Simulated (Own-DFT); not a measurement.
# Stretching a layer in its plane: diamond-structure SiGeSn with randomly placed atoms, 64 atoms (Ge40Si16Sn8)

Everything here is calculated. The program is Own-DFT (plane waves, in-house, since retired, never reviewed by a person); positions were held fixed, and spin and spin-orbit coupling were off.

Method: PBE; PseudoDojo norm-conserving scalar-relativistic files; cutoff 49 hartree; 3 x 3 x 3 k mesh centred on Gamma; Fermi-Dirac smearing of 0.1 eV.

Known weak points: forces on such cells moved up to 12 meV/angstrom on a denser k mesh; stress not checked against mesh or cutoff.

Unstrained cell vectors in Å: (11.410, 0.000, 0.000); (0.000, 11.410, 0.000); (0.000, 0.000, 11.410). The unstrained cell has measured lattice constants (interpolated for alloys), not those of this functional. That, the random moves and any unrelaxed bonds set the pressure at no strain. Each run strains x and y alike by e, as a substrate would, and holds the height along z. Each coordinate of each atom was shifted by a normal deviate of width 0.05 Å. The random placing of the alloy's atoms differs from row to row. Stress is positive in tension.

| e (%) | u (Å) | (s_xx + s_yy)/2 (GPa) | s_zz (GPa) |
|---|---|---|---|
| -3.00 | 0.050 | -10.97 | -8.91 |
| -1.50 | 0.050 | ? | ? |
| -1.25 | 0.048 | -7.08 | -6.26 |
| -1.00 | 0.050 | -6.46 | -5.75 |
| 0.25 | 0.053 | -4.62 | -4.56 |
| 1.00 | 0.050 | -2.80 | -3.59 |
| 1.25 | 0.053 | -2.93 | -3.58 |
| 2.00 | 0.050 | -1.47 | -2.62 |
| 2.25 | 0.049 | -0.90 | -2.42 |
| 2.75 | 0.048 | -0.49 | -2.15 |

## Analysis

With e as a fraction, the in-plane stress is -4.8 + 181 e - 799 e² GPa (errors 4 and 261, scatter 0.24), and s_zz is -4.7 + 115 e - 768 e² GPa (slope ± 3, scatter 0.13). At e = 0 the first slope is C11 + C12 and the second 2 C12, both with the ions held to the strained lattice and at the cell's own pressure. The term in e² is negative: the layer stiffens under compression and softens under tension. A free layer would change its height as e changes, and the in-plane slope would drop by 2 C12²/C11 to the biaxial modulus. At fixed height, a misfit of 1 % moves the in-plane stress by about 1.8 GPa and s_zz by 1.2 GPa.

## Prediction

Asked: what are the two stresses at e = -1.50 %?

Estimate: -7.7 and -6.6 GPa. DFT gave -7.65 and -6.56 GPa.
